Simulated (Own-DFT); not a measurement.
# Which defects push the lattice out? zincblende GaP

Calculated, not measured: single-point runs of Own-DFT, a retired in-house plane-wave DFT program that no person has reviewed, on unrelaxed cells, without spin or spin-orbit coupling.

Method: PBE; PseudoDojo norm-conserving scalar-relativistic files; cutoff 42 hartree; 3 x 3 x 3 k mesh centred on Gamma; Fermi-Dirac smearing of 0.1 eV.

Keep in mind (not all hold for every row): not probed for a lower state with spin; forces on such cells failed a check on a denser k mesh; forces on such cells passed a denser k mesh, each cell not checked; stress not checked against mesh or cutoff.

All runs share one cell, with vectors in Å (10.901, 0.000, 0.000); (0.000, 10.901, 0.000); (0.000, 0.000, 10.901) and a volume of 1295.4 Å³. Atoms were moved at random from their sites; u is the rms move along one axis. The defect's site can differ from row to row.

| cell | formula | u (Å) | P (GPa) |
|---|---|---|---|
| no defect | Ga32P32 | 0.0211 | 2.70 |
| no defect | Ga32P32 | 0.0476 | 3.25 |
| no defect | Ga32P32 | 0.0510 | 3.35 |
| two P vacancies | Ga32P30 | 0.0314 | ? |
| two P vacancies | Ga32P30 | 0.0315 | 2.20 |
| two P vacancies | Ga32P30 | 0.0482 | 2.59 |
| two P vacancies | Ga32P30 | 0.0523 | 2.81 |
| one In on a Ga site | Ga31InP32 | 0.0286 | 3.70 |
| one In on a Ga site | Ga31InP32 | 0.0337 | 3.71 |
| one In on a Ga site | Ga31InP32 | 0.0500 | 4.26 |
| one Ga on a P site and one P on a Ga site | Ga32P32 | 0.0307 | 3.05 |
| one Ga on a P site and one P on a Ga site | Ga32P32 | 0.0483 | 3.36 |
| one Ga on a P site and one P on a Ga site | Ga32P32 | 0.0514 | 3.34 |
| one Al on a Ga site | AlGa31P32 | 0.0302 | 2.82 |
| one Al on a Ga site | AlGa31P32 | 0.0302 | 2.84 |
| one Al on a Ga site | AlGa31P32 | 0.0520 | 3.17 |

## What the rows give

P = P0 + c u² + a shift for each defect gives P0 = 2.62 GPa, c = 272 ± 26 GPa/Å² and a scatter of 0.08 GPa. The shifts, and each times the cell's volume:

- one In on a Ga site: 0.87 ± 0.07 GPa, 7.0 eV
- one Ga on a P site and one P on a Ga site: 0.09 ± 0.07 GPa, 0.8 eV (not resolved)
- one Al on a Ga site: -0.09 ± 0.07 GPa, -0.7 eV (not resolved)
- two P vacancies: -0.63 ± 0.07 GPa, -5.1 eV (-2.6 eV for each of its 2 sites)

A positive shift means that the defect pushes the cell outwards. Shift times volume (160.2 GPa Å³ is 1 eV) depends little on the cell's size, so, taken for each site, it can be compared between cells at like pressure. The atoms around the defects weren't relaxed, which would change these numbers.

## Withheld run

The question: what pressure belongs in the blank (two P vacancies, u = 0.0314 Å)?

Estimate: 2.25 ± 0.10 GPa. Computed: 2.29 GPa.
